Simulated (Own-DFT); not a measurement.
# Stretching a layer in its plane: diamond-structure GeSn with randomly placed atoms, 64 atoms (Ge52Sn12)

Calculated, not measured: single-point runs of Own-DFT, a retired in-house plane-wave DFT program that no person has reviewed, on unrelaxed cells, without spin or spin-orbit coupling.

Method: PBE; PseudoDojo norm-conserving scalar-relativistic files; cutoff 49 hartree; 3 x 3 x 3 k mesh centred on Gamma; Fermi-Dirac smearing of 0.1 eV.

Limits: forces on such cells moved up to 12 meV/angstrom on a denser k mesh; stress not checked against mesh or cutoff.

Unstrained cell vectors in Å: (11.628, 0.000, 0.000); (0.000, 11.628, 0.000); (0.000, 0.000, 11.628). The unstrained cell has measured lattice constants (interpolated for alloys), not those of this functional. That, the random moves and any unrelaxed bonds set the pressure at no strain. Each run strains x and y alike by e, as a substrate would, and holds the height along z. Each coordinate of each atom was shifted by a normal deviate of width 0.05 Å. The random placing of the alloy's atoms differs from row to row. Stress is positive in tension.

| e (%) | u (Å) | (s_xx + s_yy)/2 (GPa) | s_zz (GPa) |
|---|---|---|---|
| -3.00 | 0.051 | -11.42 | -9.56 |
| -2.75 | 0.049 | -10.89 | -9.17 |
| -2.00 | 0.049 | -9.24 | -8.18 |
| -1.25 | 0.046 | -7.36 | -6.59 |
| -0.50 | 0.048 | -6.44 | -6.19 |
| 0.50 | 0.050 | -4.81 | -4.97 |
| 0.75 | 0.046 | ? | ? |
| 2.00 | 0.050 | -2.68 | -3.57 |
| 2.75 | 0.050 | -1.55 | -3.00 |
| 3.00 | 0.049 | -1.21 | -2.64 |

## Analysis

With e as a fraction, the in-plane stress is -5.5 + 168 e - 934 e² GPa (errors 3 and 187, scatter 0.19), and s_zz is -5.5 + 113 e - 770 e² GPa (slope ± 3, scatter 0.20). At e = 0 the first slope is C11 + C12 and the second 2 C12, both with the ions held to the strained lattice and at the cell's own pressure. The term in e² is negative: the layer stiffens under compression and softens under tension. A free layer would change its height as e changes, and the in-plane slope would drop by 2 C12²/C11 to the biaxial modulus. At fixed height, a misfit of 1 % moves the in-plane stress by about 1.7 GPa and s_zz by 1.1 GPa.

## Check

The question: what are the two stresses at e = 0.75 %?

From the fit: -4.3 and -4.7 GPa. DFT gave -4.19 and -4.54 GPa.
